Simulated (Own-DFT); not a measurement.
# What random displacements cost in beta-Si3N4, 42 atoms (N24Si18)

All numbers below are calculated, not measured. The program, named Own-DFT, is a retired in-house plane-wave density functional code that no person has reviewed. Each row is one single-point run on a periodic cell that was not relaxed, without spin or spin-orbit coupling.

Settings of every run: PBEsol; PseudoDojo norm-conserving scalar-relativistic files, made for PBE; cutoff 42 hartree; 3 x 3 x 3 k mesh centred on Gamma; Fermi-Dirac smearing of 0.1 eV.

Known limits, some of them of some rows only: some atoms lie very close together; forces on such cells passed a denser k mesh, each cell not checked; stress not checked against mesh or cutoff.

Cell vectors in Å: (7.606, 0.000, 0.000); (-3.803, 6.587, 0.000); (0.000, 0.000, 8.727). In each run every atom was moved at random and independently from its ideal site; u is the rms move along one axis. E is the free energy for each atom above the fitted value at u = 0, and F the rms of the force components.

```
run   u (Å)  E (meV/atom)  F (eV/Å)  largest force (eV/Å)  P (GPa)
  1  0.0174          14.2     0.713                  2.48     3.00
  2  0.0194          20.9     0.884                  2.83     3.15
  3  0.0236          29.9     1.023                  3.64     3.40
  4  0.0440          82.3     1.636                  6.42     4.81
  5  0.0482          96.0     1.756                  5.94     5.42
  6  0.0541             ?         ?                     ?        ?
  7  0.0879         423.0     4.515                 15.82    12.52
  8  0.0978         431.6     4.187                 20.11    13.16
  9  0.1045         620.7     6.512                 33.43    19.07
 10  0.1527        1422.8    10.800                 48.37    43.72
```

## Worked fit

For small independent moves the energy grows as E = (3/2) K u², with K the mean stiffness felt by one atom. The runs with u up to 0.11 Å give K = 33.0 ± 2.0 eV/Å², with residuals divided by u² + 0.0006 Å², since the noise grows with the moves. The scatter is 16.5 meV/atom at u = 0.05 Å. The forces follow F = G u with G = 45.7 eV/Å²; no force at u = 0 is resolved. G exceeds K because the moves of its neighbours add to the force on an atom, and stiffness differs between atoms. At u = 0.153 Å the parabola gives 1152 meV/atom and the run 1423. The pressure follows P = 2.43 + 1338 u² GPa: at fixed volume, shortened bonds push harder than stretched ones pull.

## Withheld run

Question: what energy and rms force should run 6 give?

The fit gives 145 ± 21 meV/atom and about 2.47 eV/Å. The calculation gave 169.5 meV/atom and 2.691 eV/Å.
